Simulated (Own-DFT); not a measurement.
Si47N64 (beta silicon nitride with one vacancy, atoms displaced) (calculated)

Computed with Own-DFT development build. A calculation, not a measurement: plane-wave PBE density functional theory by an unreviewed code, no spin, of a simulated periodic cell, stress positive in tension, free energy of the whole cell less one offset for each atom, defect cell not probed for a lower state with spin; forces on such cells moved up to 12 meV/angstrom on a denser k mesh; offsets are fitted by least squares, one for each functional and potential file, so energies compare only between cells with the same atoms and settings and are not formation energies; the far tail of each file's local potential was reset to the Coulomb form; each entry is a single point on an unrelaxed cell, so the pressure reflects the starting lattice, mostly measured values (interpolated for alloys), from which strain is counted, and rises with the displacements; printed positions are rounded, which can move forces by about a meV/angstrom; the program, named Own-DFT, is a retired in-house code; no spin-orbit coupling; before rounding, a Quantum ESPRESSO 7.3.1 run of the same cell and cutoff gave forces within 1 meV/angstrom rms on each cell, which checks the program and not the settings.

Common to all runs: functional PBE; potential files PseudoDojo norm-conserving, scalar-relativistic, standard set; wave cutoff 42 hartree; occupations Fermi-Dirac; smearing width 0.1 eV; k mesh 2 x 2 x 4 centred on Gamma.

```json
{"entry": 1, "formula": "Si47N64", "kind": "beta silicon nitride with one vacancy, atoms displaced", "structure": {"cell_angstrom": [[15.212, 0.0, 0.0], [-7.606, 13.174, 0.0], [0.0, 0.0, 5.818]], "atoms_fractional": [["Si", 0.0992, 0.37888, 0.1254], ["Si", 0.11334, 0.20108, 0.10794], ["Si", 0.30034, 0.41855, 0.12783], ["Si", 0.4102, 0.11022, 0.36925], ["Si", 0.37982, 0.29318, 0.41456], ["Si", 0.19808, 0.09135, 0.3841], ["N", 0.17239, 0.01527, 0.13723], ["N", 0.48683, 0.14777, 0.14503], ["N", 0.34445, 0.33785, 0.14529], ["N", 0.33257, 0.4845, 0.38072], ["N", 0.01894, 0.35823, 0.36585], ["N", 0.15205, 0.16998, 0.34586], ["N", 0.17158, 0.3366, 0.12705], ["N", 0.34214, 0.17081, 0.37406], ["Si", 0.0896, 0.38622, 0.62941], ["Si", 0.11003, 0.19185, 0.63709], ["Si", 0.29417, 0.40897, 0.60978], ["Si", 0.40966, 0.10947, 0.86217], ["Si", 0.38881, 0.30885, 0.89192], ["Si", 0.20075, 0.08776, 0.87112], ["N", 0.16411, 0.01203, 0.62013], ["N", 0.48212, 0.14723, 0.61464], ["N", 0.34955, 0.32248, 0.63482], ["N", 0.32848, 0.48794, 0.87796], ["N", 0.01757, 0.34167, 0.83599], ["N", 0.14407, 0.16018, 0.87583], ["N", 0.16614, 0.33995, 0.61782], ["N", 0.33956, 0.17538, 0.85565], ["Si", 0.08521, 0.88092, 0.10205], ["Si", 0.12005, 0.71485, 0.14108], ["Si", 0.2992, 0.90511, 0.10437], ["Si", 0.419, 0.62484, 0.39297], ["Si", 0.38446, 0.79402, 0.38701], ["Si", 0.19521, 0.58266, 0.36275], ["N", 0.15947, 0.50625, 0.12903], ["N", 0.47538, 0.64512, 0.10718], ["N", 0.36119, 0.8468, 0.10895], ["N", 0.33804, 0.98474, 0.38065], ["N", 0.01508, 0.84999, 0.38713], ["N", 0.1487, 0.66838, 0.38314], ["N", 0.16602, 0.84331, 0.11535], ["N", 0.33013, 0.65793, 0.3567], ["Si", 0.08189, 0.88423, 0.64168], ["Si", 0.12476, 0.70216, 0.61421], ["Si", 0.29662, 0.91375, 0.65715], ["Si", 0.41959, 0.61949, 0.88515], ["Si", 0.3917, 0.8, 0.85289], ["Si", 0.20411, 0.5871, 0.86018], ["N", 0.16419, 0.52056, 0.61031], ["N", 0.48461, 0.6429, 0.65366], ["N", 0.35754, 0.84075, 0.61549], ["N", 0.33038, 0.98007, 0.87403], ["N", 0.00615, 0.84106, 0.86191], ["N", 0.14921, 0.6594, 0.87862], ["N", 0.16268, 0.81489, 0.61552], ["N", 0.34043, 0.67416, 0.90321], ["Si", 0.58654, 0.38263, 0.13606], ["Si", 0.60654, 0.19342, 0.13921], ["Si", 0.78883, 0.40714, 0.11545], ["Si", 0.91522, 0.11703, 0.37025], ["Si", 0.89078, 0.30405, 0.38151], ["Si", 0.7013, 0.08858, 0.3787], ["N", 0.66394, 0.01665, 0.10332], ["N", 0.98758, 0.15803, 0.16758], ["N", 0.85371, 0.32863, 0.13391], ["N", 0.82268, 0.47605, 0.39524], ["N", 0.51502, 0.34989, 0.36994], ["N", 0.66119, 0.16727, 0.37217], ["N", 0.66363, 0.33578, 0.14979], ["N", 0.83935, 0.17054, 0.3988], ["Si", 0.57781, 0.37553, 0.61021], ["Si", 0.80014, 0.41479, 0.60462], ["Si", 0.91007, 0.11668, 0.8796], ["Si", 0.87665, 0.29261, 0.87338], ["Si", 0.70169, 0.08722, 0.88276], ["N", 0.6687, 0.01282, 0.63434], ["N", 0.99209, 0.16321, 0.62281], ["N", 0.84935, 0.34022, 0.63357], ["N", 0.83933, 0.49372, 0.88438], ["N", 0.51305, 0.35401, 0.88322], ["N", 0.64923, 0.1624, 0.88116], ["N", 0.67843, 0.3413, 0.64429], ["N", 0.83122, 0.16509, 0.8911], ["Si", 0.58951, 0.88323, 0.11793], ["Si", 0.61973, 0.70313, 0.13231], ["Si", 0.80016, 0.91369, 0.12284], ["Si", 0.91409, 0.6061, 0.36423], ["Si", 0.89045, 0.81153, 0.35832], ["Si", 0.69959, 0.58489, 0.367], ["N", 0.66553, 0.51941, 0.1093], ["N", 0.98208, 0.6475, 0.12032], ["N", 0.84278, 0.83663, 0.13328], ["N", 0.83412, 0.98297, 0.37238], ["N", 0.50426, 0.83835, 0.3688], ["N", 0.64262, 0.6653, 0.37092], ["N", 0.67183, 0.82119, 0.11537], ["N", 0.82982, 0.66685, 0.3526], ["Si", 0.58593, 0.88877, 0.64433], ["Si", 0.6153, 0.70994, 0.63243], ["Si", 0.80229, 0.90944, 0.63575], ["Si", 0.93005, 0.62823, 0.88075], ["Si", 0.87757, 0.801, 0.86301], ["Si", 0.70327, 0.58707, 0.8896], ["N", 0.67674, 0.51066, 0.65572], ["N", 0.9786, 0.64088, 0.59031], ["N", 0.85308, 0.83032, 0.63379], ["N", 0.83037, 0.97736, 0.87688], ["N", 0.5169, 0.85534, 0.87097], ["N", 0.6569, 0.67374, 0.87776], ["N", 0.66524, 0.83741, 0.62798], ["N", 0.83068, 0.66731, 0.89098]]}, "results": {"free_energy_of_cell_above_offsets [eV]": "23.071", "pressure [GPa]": 12.77, "stress_xx [GPa]": -13.37, "stress_yy [GPa]": -9.15, "stress_zz [GPa]": -15.79, "stress_yz [GPa]": 2.79, "stress_xz [GPa]": 0.08, "stress_xy [GPa]": 1.41, "force_element": ["Si", "Si", "Si", "Si", "Si", "Si", "N", "N", "N", "N", "N", "N", "N", "N", "Si", "Si", "Si", "Si", "Si", "Si", "N", "N", "N", "N", "N", "N", "N", "N", "Si", "Si", "Si", "Si", "Si", "Si", "N", "N", "N", "N", "N", "N", "N", "N", "Si", "Si", "Si", "Si", "Si", "Si", "N", "N", "N", "N", "N", "N", "N", "N", "Si", "Si", "Si", "Si", "Si", "Si", "N", "N", "N", "N", "N", "N", "N", "N", "Si", "Si", "Si", "Si", "Si", "N", "N", "N", "N", "N", "N", "N", "N", "Si", "Si", "Si", "Si", "Si", "Si", "N", "N", "N", "N", "N", "N", "N", "N", "Si", "Si", "Si", "Si", "Si", "Si", "N", "N", "N", "N", "N", "N", "N", "N"], "force_x [eV/angstrom]": [-9.71, -1.4, -0.516, 0.708, 4.036, 4.148, -1.748, -3.9, 2.934, 1.006, 1.46, 0.318, 5.178, -3.711, -0.116, -0.014, 0.044, 1.253, 0.16, 3.862, -0.674, -0.621, -7.231, 1.005, -4.117, 1.0, 4.064, -1.436, -3.163, 0.498, -2.831, 0.106, -2.984, 1.536, 0.17, 7.439, 2.756, -0.989, 0.386, 3.823, 3.992, -2.614, 3.382, -3.375, 0.095, -7.5, -2.207, 1.952, 0.1, 1.332, -1.345, -0.445, 0.269, -2.256, -3.012, -1.049, -0.812, 4.652, 2.613, -4.738, 0.369, 3.227, 0.828, 3.458, -3.617, 0.684, -2.775, -3.377, 0.91, -0.882, 4.798, 0.695, 0.681, 2.282, -0.885, -0.437, -2.847, 2.987, 0.665, 1.718, -1.065, -5.138, 0.761, 0.503, -2.669, -3.93, -5.797, 1.686, 0.595, -0.831, 5.006, 4.181, 0.782, 6.356, 2.198, -4.388, 1.168, 1.859, 1.562, -3.23, -6.003, 3.278, 0.027, -2.405, 4.126, -4.512, 1.02, 0.428, 0.63, 1.258, 2.297], "force_y [eV/angstrom]": [1.577, 3.166, 0.81, 0.53, -0.912, -0.45, -0.021, -1.899, -1.475, 2.24, -0.213, -0.95, -4.684, -2.032, 2.48, 5.248, 0.984, 3.706, -2.741, 0.139, 1.019, 0.009, 4.992, -0.944, -2.212, -1.044, -3.914, -2.771, 2.969, -2.815, 3.654, -3.076, -1.993, 0.735, 2.97, 3.701, -3.433, -3.821, 0.849, -2.113, -3.253, 2.799, -1.402, -6.637, -4.042, -4.047, -0.824, -0.328, -1.392, 1.75, 0.17, 3.635, 0.728, 2.116, 12.06, -1.732, 1.819, 2.364, 1.46, -1.83, -1.519, -0.874, -4.543, 1.096, 2.367, 7.346, -0.453, 1.848, -2.765, -1.285, 1.409, -3.232, 0.606, 1.699, 2.345, 1.628, -3.869, -1.457, -1.54, 0.65, 1.059, -1.407, -0.672, -0.637, -4.441, 0.306, -1.087, -5.176, 0.577, -4.613, 3.02, -1.152, 0.47, 3.106, -1.94, 8.129, 1.091, -0.22, -1.538, 0.037, -4.249, -5.769, 2.806, -0.36, 2.963, 3.562, 4.212, -0.628, -1.209, 0.041, 2.582], "force_z [eV/angstrom]": [-0.919, 2.873, -0.394, 2.38, -10.32, -2.549, -2.556, -4.228, -0.202, -0.299, 0.453, 4.922, -0.711, -0.234, -6.013, -4.984, 3.163, 0.534, 2.515, 1.919, 1.858, 1.657, 5.19, -1.582, 8.301, -0.449, 0.255, 1.551, 3.998, -2.397, 5.474, -2.144, -4.364, -0.804, -2.64, 11.08, 0.646, -0.338, -2.747, -6.499, -0.102, 1.556, -4.886, 6.168, -10.73, -4.142, 3.172, 2.778, 1.862, -5.052, 1.697, 3.872, 3.307, 0.603, 1.617, -2.349, -3.262, -0.435, 0.464, 7.089, 1.481, 0.312, 6.158, -10.24, -2.0, -12.33, 0.511, -1.506, -0.642, -0.475, 5.302, 11.41, -0.082, -0.165, -3.9, -1.5, 1.721, -0.921, -0.378, -0.576, 1.792, 0.337, -0.434, 1.589, -3.162, 1.788, -1.466, 2.72, 2.415, 6.388, 3.911, -2.931, 1.408, 0.637, 4.09, 0.361, 0.574, -5.239, 0.101, -3.02, -6.948, 8.137, -4.885, -4.659, 6.877, -7.575, -0.148, 2.319, -0.848, -0.221, -0.717]}}
{"entry": 2, "formula": "Si47N64", "kind": "beta silicon nitride with one vacancy, atoms displaced", "structure": {"cell_angstrom": [[15.212, 0.0, 0.0], [-7.606, 13.174, 0.0], [0.0, 0.0, 5.818]], "atoms_fractional": [["Si", 0.09059, 0.3818, 0.11339], ["Si", 0.11619, 0.20461, 0.13905], ["Si", 0.28882, 0.40632, 0.10777], ["Si", 0.40678, 0.11423, 0.37736], ["Si", 0.38012, 0.29348, 0.34885], ["Si", 0.20105, 0.09167, 0.35665], ["N", 0.16054, 0.01231, 0.11686], ["N", 0.48542, 0.15619, 0.10674], ["N", 0.35418, 0.33351, 0.13051], ["N", 0.33219, 0.48908, 0.35806], ["N", 0.01262, 0.35172, 0.35885], ["N", 0.15427, 0.16063, 0.37518], ["N", 0.17117, 0.33064, 0.12219], ["N", 0.32807, 0.1541, 0.37903], ["Si", 0.08949, 0.38461, 0.61279], ["Si", 0.1227, 0.20546, 0.62757], ["Si", 0.29141, 0.41592, 0.61848], ["Si", 0.41224, 0.11271, 0.87784], ["Si", 0.38346, 0.29624, 0.87827], ["Si", 0.2048, 0.08746, 0.87807], ["N", 0.16207, 0.01594, 0.62511], ["N", 0.48311, 0.1572, 0.61423], ["N", 0.34727, 0.33412, 0.61145], ["N", 0.33584, 0.48629, 0.84679], ["N", 0.00725, 0.34515, 0.87539], ["N", 0.16391, 0.16862, 0.86849], ["N", 0.167, 0.33277, 0.62912], ["N", 0.33235, 0.16689, 0.88017], ["Si", 0.09555, 0.89297, 0.12755], ["Si", 0.11237, 0.70609, 0.12906], ["Si", 0.30293, 0.91749, 0.12387], ["Si", 0.41313, 0.62452, 0.37974], ["Si", 0.38287, 0.79208, 0.378], ["Si", 0.20485, 0.5956, 0.38414], ["N", 0.17196, 0.52083, 0.11635], ["N", 0.49183, 0.64819, 0.13517], ["N", 0.35042, 0.84005, 0.11899], ["N", 0.34397, 0.99091, 0.34875], ["N", 0.01345, 0.83974, 0.37154], ["N", 0.15178, 0.66337, 0.3715], ["N", 0.16388, 0.8422, 0.13391], ["N", 0.3346, 0.66254, 0.36229], ["Si", 0.09589, 0.88895, 0.62757], ["Si", 0.11736, 0.70257, 0.63446], ["Si", 0.28996, 0.92194, 0.61781], ["Si", 0.4048, 0.60657, 0.84165], ["Si", 0.37874, 0.7888, 0.90064], ["Si", 0.20268, 0.5859, 0.86255], ["N", 0.15938, 0.51177, 0.62573], ["N", 0.48269, 0.65291, 0.64273], ["N", 0.3403, 0.83469, 0.63266], ["N", 0.33371, 0.99211, 0.87087], ["N", 0.01576, 0.84192, 0.88618], ["N", 0.14404, 0.66825, 0.86951], ["N", 0.16539, 0.83898, 0.60633], ["N", 0.34387, 0.67667, 0.88056], ["Si", 0.58507, 0.37554, 0.11818], ["Si", 0.61643, 0.20283, 0.12413], ["Si", 0.79542, 0.41739, 0.13182], ["Si", 0.92053, 0.11668, 0.38223], ["Si", 0.88837, 0.29777, 0.3922], ["Si", 0.70403, 0.10177, 0.36604], ["N", 0.66031, 0.01453, 0.12246], ["N", 0.98376, 0.14692, 0.14125], ["N", 0.84374, 0.32949, 0.11446], ["N", 0.83733, 0.49459, 0.38594], ["N", 0.51016, 0.34786, 0.37647], ["N", 0.654, 0.16882, 0.36978], ["N", 0.66485, 0.32922, 0.12941], ["N", 0.82437, 0.15714, 0.39232], ["Si", 0.5783, 0.38713, 0.63704], ["Si", 0.61597, 0.20186, 0.59971], ["Si", 0.79253, 0.41758, 0.63773], ["Si", 0.91298, 0.11313, 0.86688], ["Si", 0.87583, 0.29691, 0.86605], ["Si", 0.70033, 0.0872, 0.89218], ["N", 0.66541, 0.02589, 0.62442], ["N", 0.99559, 0.15673, 0.61293], ["N", 0.84866, 0.33005, 0.61882], ["N", 0.83403, 0.47394, 0.88467], ["N", 0.52151, 0.34604, 0.86904], ["N", 0.64874, 0.16745, 0.86896], ["N", 0.67465, 0.33522, 0.6302], ["N", 0.83295, 0.1699, 0.86935], ["Si", 0.58351, 0.88423, 0.10167], ["Si", 0.79786, 0.91774, 0.11975], ["Si", 0.90766, 0.61542, 0.39532], ["Si", 0.88616, 0.80477, 0.393], ["Si", 0.69501, 0.58505, 0.37633], ["N", 0.66014, 0.50836, 0.11189], ["N", 0.97736, 0.64693, 0.1215], ["N", 0.84508, 0.82613, 0.15089], ["N", 0.83195, 0.9862, 0.37625], ["N", 0.51929, 0.85774, 0.37599], ["N", 0.64958, 0.66634, 0.39395], ["N", 0.67083, 0.83091, 0.12456], ["N", 0.84202, 0.67362, 0.35529], ["Si", 0.58881, 0.88437, 0.6257], ["Si", 0.60633, 0.70017, 0.63589], ["Si", 0.8001, 0.92747, 0.64213], ["Si", 0.91574, 0.62705, 0.87259], ["Si", 0.88218, 0.78886, 0.89563], ["Si", 0.70471, 0.58976, 0.84467], ["N", 0.66507, 0.5169, 0.61922], ["N", 0.97581, 0.63714, 0.62826], ["N", 0.84954, 0.83609, 0.64672], ["N", 0.82897, 0.98394, 0.87075], ["N", 0.50587, 0.84386, 0.86511], ["N", 0.65409, 0.67097, 0.86494], ["N", 0.67142, 0.8437, 0.63297], ["N", 0.83495, 0.6641, 0.87204]]}, "results": {"free_energy_of_cell_above_offsets [eV]": "16.298", "pressure [GPa]": 10.74, "stress_xx [GPa]": -11.65, "stress_yy [GPa]": -12.46, "stress_zz [GPa]": -8.12, "stress_yz [GPa]": -0.79, "stress_xz [GPa]": -0.71, "stress_xy [GPa]": 1.01, "force_element": ["Si", "Si", "Si", "Si", "Si", "Si", "N", "N", "N", "N", "N", "N", "N", "N", "Si", "Si", "Si", "Si", "Si", "Si", "N", "N", "N", "N", "N", "N", "N", "N", "Si", "Si", "Si", "Si", "Si", "Si", "N", "N", "N", "N", "N", "N", "N", "N", "Si", "Si", "Si", "Si", "Si", "Si", "N", "N", "N", "N", "N", "N", "N", "N", "Si", "Si", "Si", "Si", "Si", "Si", "N", "N", "N", "N", "N", "N", "N", "N", "Si", "Si", "Si", "Si", "Si", "Si", "N", "N", "N", "N", "N", "N", "N", "N", "Si", "Si", "Si", "Si", "Si", "N", "N", "N", "N", "N", "N", "N", "N", "Si", "Si", "Si", "Si", "Si", "Si", "N", "N", "N", "N", "N", "N", "N", "N"], "force_x [eV/angstrom]": [-3.261, 1.364, 5.655, 4.57, 3.317, 5.296, -0.016, 0.719, -4.789, -0.276, 4.123, -6.64, -4.3, -3.934, -3.231, 1.819, 3.762, -0.278, 0.816, 1.534, 0.531, 1.186, -0.109, -1.026, 3.56, -5.109, -1.128, 1.286, -6.253, -1.564, -2.614, 7.125, -1.077, 2.603, -0.216, -2.295, 1.266, -0.645, 1.121, -3.882, 7.626, -5.361, -7.222, -3.411, 4.082, 0.309, -2.316, -0.595, 0.763, -0.109, 1.224, -0.371, 0.249, 3.715, 3.487, -1.437, -0.034, -0.937, 0.979, -5.312, -2.713, 3.276, -0.168, 2.102, -0.395, -0.554, 0.763, -4.166, 0.389, 5.818, 4.917, -1.927, 3.659, -1.711, 1.488, -0.051, -0.203, -1.079, -2.646, -0.413, -5.456, 0.201, -5.341, 1.877, 2.322, 1.112, 0.703, 1.476, 1.566, 0.085, 2.895, -1.733, 1.263, -1.487, -0.794, -3.161, -4.357, -2.059, 3.522, 1.267, 2.816, -1.065, -1.792, 0.128, 4.431, -0.311, 1.25, 2.036, 1.471, 0.12, -3.707], "force_y [eV/angstrom]": [1.543, -3.202, 5.793, 2.151, -2.175, -6.057, 5.505, -0.234, 2.843, -1.69, 1.18, 5.265, -1.493, 4.37, -2.251, -0.829, -1.211, 4.307, -0.164, -1.468, 1.473, -0.721, 0.068, -3.883, 1.469, 2.434, -0.034, 0.063, -5.384, 0.243, -1.233, -2.966, 3.991, -4.396, -1.849, -0.612, -1.912, -1.989, 2.78, 2.727, -2.983, 2.986, -1.646, 1.59, -1.227, 4.306, 8.387, 2.235, 2.332, 0.788, -0.954, -3.884, 0.869, -1.817, -3.394, -10.47, 2.059, 0.122, -2.154, -1.739, -2.607, -8.422, 0.622, 1.035, 0.842, -5.985, 0.177, 2.209, 1.197, 4.736, 0.445, 2.042, 0.072, 2.891, -0.314, 1.484, -2.501, -1.238, 2.489, 5.338, -2.487, -0.516, -2.52, -2.406, -1.428, -4.066, 2.887, -1.852, 1.743, 1.774, 1.007, 2.96, 1.174, -1.852, 0.033, 1.424, -1.038, 3.119, 2.702, -7.746, -4.345, 3.525, 1.133, -3.273, 2.951, 1.186, 5.926, 1.63, -0.979, -2.634, -0.398], "force_z [eV/angstrom]": [-0.462, -2.252, 1.514, -1.808, 8.38, 2.027, 0.59, 3.59, -5.962, 0.664, 0.959, 0.008, 0.115, -0.802, 1.355, 0.458, -4.47, -2.268, -3.146, -1.7, -0.772, 0.553, 1.042, 3.625, -1.237, 1.772, -0.416, 0.103, 0.603, -0.363, -2.261, -2.598, 1.636, -2.358, 0.99, -1.093, 2.562, 3.885, 1.403, 0.611, -0.432, 0.997, -0.321, -4.361, -0.567, 8.922, -4.436, 2.448, -1.239, -5.634, -0.647, -0.205, -1.14, 3.615, 0.665, -1.346, 2.47, -2.412, 1.993, 0.223, -4.65, 1.549, 1.57, -4.149, 3.528, -0.461, -0.582, -1.987, 0.646, -0.681, -6.219, 5.137, -2.338, 1.096, 1.969, -4.356, 0.232, 2.848, 0.108, -0.611, 3.448, 0.022, -0.906, 0.74, 2.672, 2.752, -4.039, 1.055, -4.055, 0.301, 2.225, -3.834, 0.347, -1.343, 1.023, -0.496, 1.572, -0.419, -0.947, -7.675, 1.547, -0.093, 5.445, -0.865, 0.635, 0.401, 5.541, 0.195, -0.45, 0.115, -0.636]}}
```
